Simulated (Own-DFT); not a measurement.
# Computed records: TiO₂ (rutile, strained, atoms displaced)

Computed with Own-DFT development build. A calculation, not a measurement: plane-wave PBE density functional theory by an unreviewed code, no spin, of a simulated periodic cell, stress positive in tension, free energy of the whole cell less one offset for each atom, oxygen file: force components 24 meV/angstrom off all-electron in one glass; forces on such cells passed a denser k mesh, this cell's mesh not checked; offsets are fitted by least squares, one for each functional and potential file, so energies compare only between cells with the same atoms and settings and are not formation energies; the far tail of each file's local potential was reset to the Coulomb form; each entry is a single point on an unrelaxed cell, so the pressure reflects the starting lattice, mostly measured values (interpolated for alloys), from which strain is counted, and rises with the displacements; printed positions are rounded, which can move forces by about a meV/angstrom; the program, named Own-DFT, is a retired in-house code; no spin-orbit coupling; before rounding, a Quantum ESPRESSO 7.3.1 run of the same cell and cutoff gave forces within 1 meV/angstrom rms on each cell, which checks the program and not the settings.

Settings shared by all entries: functional PBE; potential files PseudoDojo norm-conserving, scalar-relativistic, standard set; wave cutoff 72 hartree; occupations Fermi-Dirac; smearing width 0.1 eV; k mesh 3 x 3 x 3 centred on Gamma.

(1) TiO₂ (rutile, strained, atoms displaced)

```
TiO2
1.0
      9.3324    -0.1368    -0.1361
     -0.1368     9.3015    -0.0752
     -0.1315    -0.0726     8.9123
Ti O Ti O Ti O Ti O Ti O Ti O Ti O Ti O Ti O Ti O Ti O Ti O
2 4 2 4 2 4 2 4 2 4 2 4 2 4 2 4 2 4 2 4 2 4 2 4
Direct
  0.99765 0.99780 0.99975
  0.25279 0.24465 0.16711
  0.15678 0.14631 0.99940
  0.34983 0.34701 0.99621
  0.40575 0.09993 0.17247
  0.10521 0.40186 0.18378
  0.99675 0.00722 0.32188
  0.25447 0.25002 0.50575
  0.15481 0.14359 0.33073
  0.34711 0.35173 0.34017
  0.39842 0.08673 0.50016
  0.10379 0.40001 0.49492
  0.01074 0.99679 0.67076
  0.24695 0.24845 0.83276
  0.15633 0.15173 0.66739
  0.34759 0.34553 0.66985
  0.40402 0.10529 0.83460
  0.09753 0.39857 0.84295
  0.99023 0.49963 0.99379
  0.24880 0.74204 0.17242
  0.14985 0.65119 0.99900
  0.34253 0.84658 0.01111
  0.40075 0.60065 0.17304
  0.09332 0.91000 0.16073
  0.99461 0.50657 0.33637
  0.25308 0.75214 0.50281
  0.15388 0.65296 0.32346
  0.35523 0.85608 0.34119
  0.40464 0.59836 0.49570
  0.10334 0.90327 0.49343
  0.00386 0.50109 0.66196
  0.25880 0.74580 0.82888
  0.15708 0.65327 0.67059
  0.33975 0.85217 0.67516
  0.39405 0.60258 0.83769
  0.09796 0.90781 0.83783
  0.50429 0.00711 0.99960
  0.75401 0.25285 0.17244
  0.64912 0.15467 0.00681
  0.84642 0.35422 0.00105
  0.90419 0.09724 0.16948
  0.59598 0.40087 0.16806
  0.49660 0.00370 0.33658
  0.75665 0.24987 0.49655
  0.65068 0.15213 0.33715
  0.84330 0.35578 0.33359
  0.89293 0.09793 0.50979
  0.59545 0.39491 0.50862
  0.49911 0.99655 0.66749
  0.75132 0.25149 0.83138
  0.65025 0.15023 0.66945
  0.85273 0.35522 0.66716
  0.90634 0.10973 0.82934
  0.60432 0.40012 0.84442
  0.50248 0.49762 0.00177
  0.74964 0.74847 0.16491
  0.65176 0.65192 0.00804
  0.85492 0.84214 0.99156
  0.89960 0.59086 0.16583
  0.60564 0.89326 0.16273
  0.50661 0.50456 0.32821
  0.74409 0.75129 0.50780
  0.65016 0.64581 0.32954
  0.85410 0.85440 0.33505
  0.90215 0.59655 0.49874
  0.59884 0.89520 0.50070
  0.50324 0.49816 0.67347
  0.75263 0.74762 0.83099
  0.66268 0.64776 0.66799
  0.84042 0.85287 0.66817
  0.90009 0.59911 0.83025
  0.59802 0.89589 0.83132
```

- free energy of cell above offsets: -16.911 eV
- pressure: -1.35 GPa
- stress xx: 1.71 GPa
- stress yy: 1.59 GPa
- stress zz: 0.74 GPa
- stress yz: -1.9 GPa
- stress xz: -3.71 GPa
- stress xy: -6.17 GPa

Force:
| element | x (eV/Å) | y (eV/Å) | z (eV/Å) |
| --- | --- | --- | --- |
| Ti | 0.619 | -0.065 | -0.486 |
| Ti | -0.816 | 1.218 | 0.697 |
| O | 0.159 | 0.618 | 0.003 |
| O | 0.152 | 0.228 | 0.534 |
| O | 0.477 | -0.386 | -0.449 |
| O | -0.656 | -0.178 | -0.807 |
| Ti | 0.589 | -1.246 | 1.689 |
| Ti | -0.219 | 0.486 | -1.959 |
| O | 0.617 | 0.958 | 0.256 |
| O | -0.039 | -1.02 | 0.07 |
| O | 0.419 | 0.567 | 0.384 |
| O | -0.77 | 0.533 | 0.986 |
| Ti | -0.476 | 0.102 | -0.94 |
| Ti | -0.099 | 0.247 | 1.298 |
| O | -0.35 | -0.293 | -0.486 |
| O | 0.532 | 0.608 | 0.226 |
| O | 0.693 | -1.172 | -0.063 |
| O | -0.293 | 0.372 | -0.731 |
| Ti | 1.654 | 0.563 | 0.772 |
| Ti | 0.383 | 0.605 | -2.214 |
| O | -0.017 | 0.156 | 0.32 |
| O | 0.596 | 0.566 | -0.667 |
| O | 0.523 | -0.616 | -0.442 |
| O | 0.058 | -0.391 | 0.434 |
| Ti | 1.444 | -0.544 | -1.706 |
| Ti | -0.307 | 0.305 | -0.959 |
| O | -0.251 | 0.342 | 1.642 |
| O | -1.152 | -1.398 | -0.14 |
| O | 0.105 | 0.21 | 1.201 |
| O | -0.208 | -0.157 | 1.14 |
| Ti | 0.116 | -0.644 | 0.062 |
| Ti | -0.513 | 0.467 | 3.057 |
| O | -0.673 | -0.434 | -0.959 |
| O | 0.704 | 0.238 | -0.755 |
| O | 1.774 | -1.262 | -0.348 |
| O | -0.391 | -0.033 | -0.577 |
| Ti | -0.655 | -1.177 | 0.29 |
| Ti | -0.549 | -0.225 | -0.727 |
| O | 0.665 | 0.133 | -0.348 |
| O | -0.607 | -1.062 | 0.63 |
| O | -1.25 | 1.343 | -0.985 |
| O | 0.059 | -0.021 | -0.339 |
| Ti | 0.083 | -0.511 | -0.469 |
| Ti | -0.068 | -0.689 | 1.089 |
| O | 0.754 | 0.554 | -0.616 |
| O | -0.262 | -0.718 | 0.297 |
| O | 0.607 | 0.349 | -0.452 |
| O | -0.334 | 0.916 | 0.497 |
| Ti | 0.655 | 0.609 | 0.371 |
| Ti | 0.627 | -0.851 | -0.598 |
| O | 0.197 | 0.366 | 0.096 |
| O | -0.637 | -0.55 | 0.299 |
| O | -0.116 | -0.469 | 0.302 |
| O | -1.081 | 1.076 | -0.671 |
| Ti | -0.535 | -0.208 | 0.564 |
| Ti | 0.163 | 0.982 | 0.87 |
| O | -0.142 | -0.371 | -1.157 |
| O | -0.44 | 0.091 | 0.65 |
| O | 0.081 | 0.394 | 0.178 |
| O | -0.552 | 1.001 | 0.018 |
| Ti | -1.255 | -0.7 | 1.171 |
| Ti | 0.466 | 0.93 | -1.357 |
| O | 1.264 | 0.99 | 0.332 |
| O | -1.033 | -1.26 | 0.168 |
| O | 0.354 | 0.156 | 0.727 |
| O | -0.217 | 0.227 | 0.422 |
| Ti | -0.029 | -0.662 | -2.089 |
| Ti | 0.169 | 0.673 | 0.87 |
| O | -1.153 | -0.716 | -0.456 |
| O | 0.505 | -0.365 | 0.16 |
| O | 0.503 | -0.371 | -0.04 |
| O | -0.626 | 0.581 | 0.221 |

(2) TiO₂ (rutile, strained, atoms displaced)

```
TiO2
1.0
      9.1035     0.1236    -0.0955
      0.1236     9.1819     0.1577
     -0.0922     0.1524     8.7293
Ti O Ti O Ti O Ti O Ti O Ti O Ti O Ti O Ti O Ti O Ti O Ti O
2 4 2 4 2 4 2 4 2 4 2 4 2 4 2 4 2 4 2 4 2 4 2 4
Direct
  0.99879 0.01040 0.00548
  0.24876 0.24649 0.15952
  0.15057 0.15743 0.99733
  0.34524 0.34910 0.00982
  0.40127 0.08977 0.16150
  0.09650 0.39825 0.16807
  0.00257 0.01281 0.32600
  0.24872 0.25261 0.49092
  0.14645 0.14710 0.33280
  0.34582 0.34110 0.34448
  0.40527 0.10000 0.49534
  0.08966 0.40553 0.50439
  0.00163 0.00167 0.67197
  0.26223 0.24705 0.82483
  0.15543 0.14629 0.66187
  0.34287 0.35462 0.66404
  0.39696 0.09928 0.83462
  0.10160 0.39761 0.83986
  0.00504 0.50097 0.00070
  0.25475 0.75752 0.16782
  0.15466 0.65406 0.99308
  0.34852 0.83647 0.99945
  0.39758 0.59039 0.17707
  0.09209 0.90504 0.16298
  0.99656 0.48834 0.33339
  0.25298 0.75197 0.50290
  0.15051 0.65569 0.32158
  0.35497 0.86032 0.34485
  0.40864 0.60005 0.50970
  0.10078 0.90223 0.50462
  0.99832 0.49610 0.67128
  0.24788 0.74381 0.84307
  0.15305 0.64837 0.67046
  0.33974 0.85144 0.66596
  0.41217 0.60027 0.82527
  0.09425 0.90550 0.82844
  0.50171 0.00192 0.00101
  0.75106 0.25151 0.16489
  0.65802 0.14812 0.99975
  0.84507 0.34654 0.00969
  0.90670 0.09117 0.17186
  0.60298 0.40558 0.17055
  0.50117 0.00132 0.34363
  0.75410 0.24644 0.50324
  0.64577 0.15640 0.33142
  0.84170 0.35229 0.33049
  0.91013 0.08279 0.49886
  0.60234 0.40264 0.49630
  0.51337 0.99344 0.67588
  0.74455 0.25433 0.83746
  0.65480 0.15110 0.66940
  0.85478 0.34718 0.66398
  0.90967 0.09106 0.83353
  0.59461 0.39785 0.83701
  0.50445 0.50640 0.99744
  0.75111 0.74636 0.16595
  0.65053 0.65764 0.00463
  0.84987 0.84123 0.99781
  0.90719 0.60138 0.16722
  0.59837 0.90304 0.16987
  0.50804 0.49640 0.34164
  0.74249 0.74875 0.50739
  0.65084 0.65987 0.33831
  0.84611 0.85173 0.34243
  0.90122 0.60077 0.49973
  0.58928 0.90342 0.49513
  0.49864 0.50353 0.67812
  0.75556 0.75170 0.83142
  0.65295 0.64951 0.66635
  0.84781 0.85196 0.67976
  0.90479 0.58612 0.82969
  0.59682 0.89693 0.83447
```

- free energy of cell above offsets: -13.695 eV
- pressure: 15.78 GPa
- stress xx: -14.33 GPa
- stress yy: -12.91 GPa
- stress zz: -20.1 GPa
- stress yz: 6.7 GPa
- stress xz: -2.96 GPa
- stress xy: 6.25 GPa

Force:
| element | x (eV/Å) | y (eV/Å) | z (eV/Å) |
| --- | --- | --- | --- |
| Ti | 0.797 | -1.176 | -1.598 |
| Ti | 0.456 | -0.217 | -0.044 |
| O | -0.225 | -0.501 | 0.399 |
| O | 0.931 | 0.501 | -0.845 |
| O | -0.67 | 0.824 | -0.863 |
| O | 0.109 | -0.195 | 0.303 |
| Ti | 1.021 | -3.995 | 4.183 |
| Ti | -0.442 | -1.263 | 1.523 |
| O | 1.242 | 1.453 | -0.023 |
| O | 0.983 | 1.182 | -1.784 |
| O | -0.315 | 0.53 | 1.203 |
| O | 1.27 | -1.212 | -0.343 |
| Ti | 1.473 | -0.511 | -1.333 |
| Ti | -2.072 | 0.836 | -0.434 |
| O | 0.422 | 1.045 | 0.883 |
| O | 0.539 | -0.068 | 0.14 |
| O | 1.697 | -1.245 | -0.431 |
| O | -0.244 | 0.232 | 0.352 |
| Ti | 0.315 | 0.033 | -0.051 |
| Ti | -0.512 | -0.612 | 2.423 |
| O | -1.148 | -1.246 | 1.629 |
| O | 1.332 | 1.405 | -0.374 |
| O | 0.161 | 0.412 | -1.419 |
| O | 1.618 | -1.179 | 0.282 |
| Ti | 0.239 | 2.024 | 0.557 |
| Ti | -1.597 | 0.704 | 0.28 |
| O | 0.466 | -0.072 | 0.499 |
| O | -1.495 | -1.761 | -1.388 |
| O | -0.087 | -0.248 | -0.997 |
| O | 0.38 | -0.857 | -0.242 |
| Ti | 1.057 | 0.947 | -1.027 |
| Ti | -0.804 | 1.749 | -3.184 |
| O | 0.115 | -0.19 | 0.123 |
| O | 1.512 | 0.426 | 0.453 |
| O | -0.888 | 0.641 | 1.301 |
| O | 1.79 | -1.727 | 2.209 |
| Ti | -0.047 | -0.638 | 2.649 |
| Ti | -1.042 | -0.176 | 1.408 |
| O | -0.36 | -0.136 | -0.31 |
| O | 0.525 | 0.294 | -1.38 |
| O | -2.991 | 2.671 | -2.567 |
| O | -0.163 | -0.099 | -0.539 |
| Ti | -0.914 | 1.376 | -2.188 |
| Ti | 0.12 | -0.469 | -0.791 |
| O | 1.138 | 0.365 | 0.408 |
| O | 0.427 | -0.683 | 0.373 |
| O | -2.854 | 3.001 | -0.72 |
| O | 0.924 | -1.163 | 1.795 |
| Ti | -2.591 | 0.503 | -2.725 |
| Ti | 1.591 | -0.708 | -0.456 |
| O | -0.019 | -0.017 | 0.293 |
| O | -1.28 | -1.156 | 0.41 |
| O | -2.394 | 2.426 | -0.046 |
| O | 0.642 | -0.524 | 0.905 |
| Ti | -0.497 | 0.214 | 3.182 |
| Ti | 0.717 | 1.433 | 1.738 |
| O | -0.911 | -1.254 | -0.494 |
| O | 0.053 | 0.508 | -0.133 |
| O | -0.247 | -0.346 | -0.624 |
| O | 0.224 | -0.082 | -0.891 |
| Ti | -0.95 | 1.183 | -0.967 |
| Ti | 2.346 | 0.223 | -2.576 |
| O | -0.591 | -0.967 | -0.085 |
| O | -0.513 | -0.556 | -0.495 |
| O | -0.189 | -0.166 | -0.034 |
| O | 1.93 | -1.375 | 3.184 |
| Ti | -0.177 | -0.254 | -3.554 |
| Ti | 1.104 | -0.327 | 0.78 |
| O | -0.165 | -0.233 | 1.042 |
| O | -0.877 | -0.643 | -0.717 |
| O | -1.527 | 1.291 | 0.768 |
| O | 0.135 | -0.185 | 0.998 |

(3) TiO₂ (rutile, strained, atoms displaced)

```
TiO2
1.0
      9.0128     0.0082    -0.1093
      0.0082     9.1761     0.0931
     -0.1056     0.0899     8.7745
Ti O Ti O Ti O Ti O Ti O Ti O Ti O Ti O Ti O Ti O Ti O Ti O
2 4 2 4 2 4 2 4 2 4 2 4 2 4 2 4 2 4 2 4 2 4 2 4
Direct
  0.00217 0.99858 0.99366
  0.25185 0.24762 0.16828
  0.16149 0.14973 0.99436
  0.35156 0.34352 0.99025
  0.41055 0.09801 0.17248
  0.09597 0.40647 0.17338
  0.98728 0.00226 0.34090
  0.24883 0.24973 0.50606
  0.15405 0.14446 0.32561
  0.35710 0.34675 0.34031
  0.40317 0.10710 0.49504
  0.09971 0.39883 0.50765
  0.99914 0.00064 0.66083
  0.24987 0.25113 0.83447
  0.15129 0.14816 0.66177
  0.34560 0.34366 0.67335
  0.39782 0.09679 0.83623
  0.09530 0.40839 0.82899
  0.00874 0.48633 0.00111
  0.25825 0.75122 0.16143
  0.15599 0.65336 0.99854
  0.34789 0.85444 0.99602
  0.39606 0.59602 0.17402
  0.10649 0.90070 0.16735
  0.00122 0.49917 0.32762
  0.25113 0.76330 0.49279
  0.15321 0.65374 0.34540
  0.34067 0.85162 0.33061
  0.39644 0.60110 0.50471
  0.10198 0.91830 0.50173
  0.00685 0.50008 0.66227
  0.24825 0.74914 0.83379
  0.14877 0.65345 0.66589
  0.34204 0.84051 0.67682
  0.40104 0.60095 0.82687
  0.10259 0.90693 0.82749
  0.51186 0.99700 0.99752
  0.74381 0.24849 0.16061
  0.64661 0.16087 0.00456
  0.84443 0.34880 0.99575
  0.90158 0.09277 0.16948
  0.59528 0.40319 0.17485
  0.50735 0.99689 0.33728
  0.75178 0.25998 0.50287
  0.65712 0.15074 0.33720
  0.84149 0.34417 0.33364
  0.91197 0.08921 0.49857
  0.60584 0.39984 0.49915
  0.50450 0.00025 0.66831
  0.75116 0.25350 0.83736
  0.65208 0.15420 0.65616
  0.85272 0.34830 0.66690
  0.89970 0.10105 0.82577
  0.61601 0.39743 0.84017
  0.49936 0.49783 0.99077
  0.74416 0.75255 0.16360
  0.64917 0.64902 0.00660
  0.84207 0.85106 0.99543
  0.90828 0.58820 0.16269
  0.61317 0.89454 0.16578
  0.49493 0.50961 0.32775
  0.74857 0.76101 0.49230
  0.64110 0.65450 0.32876
  0.83872 0.85400 0.33298
  0.89351 0.60410 0.50063
  0.59645 0.89032 0.48446
  0.50123 0.50244 0.65358
  0.75753 0.75098 0.83791
  0.65435 0.65270 0.66377
  0.85691 0.84351 0.66583
  0.90288 0.60823 0.83430
  0.59504 0.90730 0.83175
```

- free energy of cell above offsets: -14.103 eV
- pressure: 15.77 GPa
- stress xx: -15.69 GPa
- stress yy: -13.59 GPa
- stress zz: -18.03 GPa
- stress yz: 3.32 GPa
- stress xz: -3.55 GPa
- stress xy: 2.08 GPa

Force:
| element | x (eV/Å) | y (eV/Å) | z (eV/Å) |
| --- | --- | --- | --- |
| Ti | 0.789 | -0.246 | 0.978 |
| Ti | 0.884 | -1.177 | 1.418 |
| O | -1.31 | -0.186 | 1.108 |
| O | 0.322 | 0.939 | 1.109 |
| O | -0.265 | 0.026 | -1.04 |
| O | 1.861 | -1.78 | -0.317 |
| Ti | 1.731 | -0.433 | -2.569 |
| Ti | 0.152 | -0.188 | -0.929 |
| O | 0.369 | 1.309 | -0.174 |
| O | -1.197 | -0.25 | -0.789 |
| O | 1.027 | -1.938 | 0.348 |
| O | -0.266 | 0.252 | -0.785 |
| Ti | 0.513 | -0.612 | 1.925 |
| Ti | -0.152 | -0.657 | -0.785 |
| O | 0.304 | 0.657 | 0.563 |
| O | 1.102 | 0.874 | -0.663 |
| O | 1.174 | -0.662 | -0.775 |
| O | 0.929 | -1.232 | 1.145 |
| Ti | -1.004 | 2.043 | -0.969 |
| Ti | -1.914 | 1.034 | -0.181 |
| O | -0.541 | -0.863 | 0.687 |
| O | 0.817 | -0.208 | 0.806 |
| O | -0.282 | 0.12 | -2.02 |
| O | -1.032 | 0.09 | -0.727 |
| Ti | -1.108 | 1.205 | 1.785 |
| Ti | -1.111 | -0.47 | 1.292 |
| O | -0.521 | -0.408 | -0.813 |
| O | 1.547 | 0.625 | -0.049 |
| O | 0.637 | -0.46 | -0.186 |
| O | 1.344 | -2.066 | -0.169 |
| Ti | -1.131 | 1.857 | -0.955 |
| Ti | -0.831 | -0.314 | -0.677 |
| O | -0.12 | 0.058 | -0.121 |
| O | 1.991 | 1.909 | -1.566 |
| O | 1.001 | -1.272 | 0.605 |
| O | -0.365 | -0.089 | 1.324 |
| Ti | -1.971 | 0.58 | 0.476 |
| Ti | 0.47 | 0.443 | 2.715 |
| O | -0.483 | -1.315 | -0.907 |
| O | 1.274 | 0.145 | 0.939 |
| O | -0.435 | 0.806 | -1.55 |
| O | 0.054 | -0.019 | -0.847 |
| Ti | -1.21 | 2.642 | -1.301 |
| Ti | 0.27 | -0.048 | -0.576 |
| O | -0.467 | -0.912 | -0.457 |
| O | 1.52 | 0.817 | -0.497 |
| O | -2.875 | 2.827 | -0.164 |
| O | -1.264 | 1.207 | 0.567 |
| Ti | -1.333 | 1.276 | -0.373 |
| Ti | 0.827 | -0.783 | -1.96 |
| O | -0.743 | -1.31 | 1.028 |
| O | -0.115 | -0.264 | 0.381 |
| O | 0.289 | -0.482 | 0.873 |
| O | -2.782 | 2.121 | -0.237 |
| Ti | 0.522 | -0.182 | -0.023 |
| Ti | 1.492 | -2.162 | 0.269 |
| O | -0.139 | 0.118 | -0.604 |
| O | 0.811 | 0.552 | 0.723 |
| O | -0.949 | 1.21 | -0.076 |
| O | -2.442 | 2.235 | -0.041 |
| Ti | 0.677 | -1.627 | 0.765 |
| Ti | 1.622 | -3.026 | 1.965 |
| O | 1.003 | 0.435 | 0.051 |
| O | 0.982 | -0.24 | -0.549 |
| O | 0.829 | -0.987 | -0.676 |
| O | -1.205 | 1.068 | 2.643 |
| Ti | 0.814 | 0.473 | 0.673 |
| Ti | 0.458 | -1.863 | -2.101 |
| O | -0.888 | -0.198 | 0.377 |
| O | -0.997 | 0.364 | -0.036 |
| O | 0.126 | -0.801 | 0.523 |
| O | 0.913 | -0.587 | 0.175 |
